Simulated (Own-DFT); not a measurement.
# Energy and forces against displacement in 4H SiC, 32 atoms (C16Si16)

Calculated results; nothing here was measured. The program, named Own-DFT, is a retired in-house plane-wave density functional code that no person has reviewed. Each row is one single-point run on a periodic cell that was not relaxed, without spin or spin-orbit coupling.

Settings of every run: PBE; PseudoDojo norm-conserving scalar-relativistic files; cutoff 42 hartree; 5 x 5 x 3 k mesh centred on Gamma; Fermi-Dirac smearing of 0.1 eV.

Known limits, some of them of some rows only: some atoms lie very close together; forces on such cells passed a denser k mesh, each cell not checked; stress not checked against mesh or cutoff.

Cell vectors in Å: (6.165, 0.000, 0.000); (-3.083, 5.339, 0.000); (0.000, 0.000, 10.068). In each run every atom was moved at random and independently from its ideal site; u is the rms move along one axis. E is the free energy for each atom above the fitted value at u = 0, and F the rms of the force components.

| run | u (Å) | E (meV/atom) | F (eV/Å) | largest force (eV/Å) | P (GPa) |
|---|---|---|---|---|---|
| 1 | 0.0295 | 32.6 | 0.823 | 2.88 | 3.65 |
| 2 | 0.0304 | 40.3 | 0.923 | 2.80 | 3.69 |
| 3 | 0.0549 | 133.6 | 1.768 | 4.96 | 6.52 |
| 4 | 0.0665 | 164.9 | 2.073 | 7.92 | 6.63 |
| 5 | 0.0861 | ? | ? | ? | ? |
| 6 | 0.0922 | 329.1 | 3.299 | 17.74 | 10.35 |
| 7 | 0.1080 | 502.6 | 4.180 | 16.26 | 14.29 |

## Worked fit

For small independent moves the energy grows as E = (3/2) K u², with K the mean stiffness felt by one atom. The runs with u up to 0.11 Å give K = 27.2 ± 1.3 eV/Å², with residuals divided by u² + 0.0006 Å², since the noise grows with the moves. The scatter is 9.0 meV/atom at u = 0.05 Å. The forces follow F = G u with G = 32.9 eV/Å²; no force at u = 0 is resolved. G exceeds K because the moves of its neighbours add to the force on an atom, and stiffness differs between atoms. The pressure follows P = 2.90 + 943 u² GPa: at fixed volume, shortened bonds push harder than stretched ones pull.

## Withheld run

Question: what energy and rms force should run 5 give?

The fit gives 302 ± 28 meV/atom and about 2.83 eV/Å. The calculation gave 265.8 meV/atom and 2.466 eV/Å.
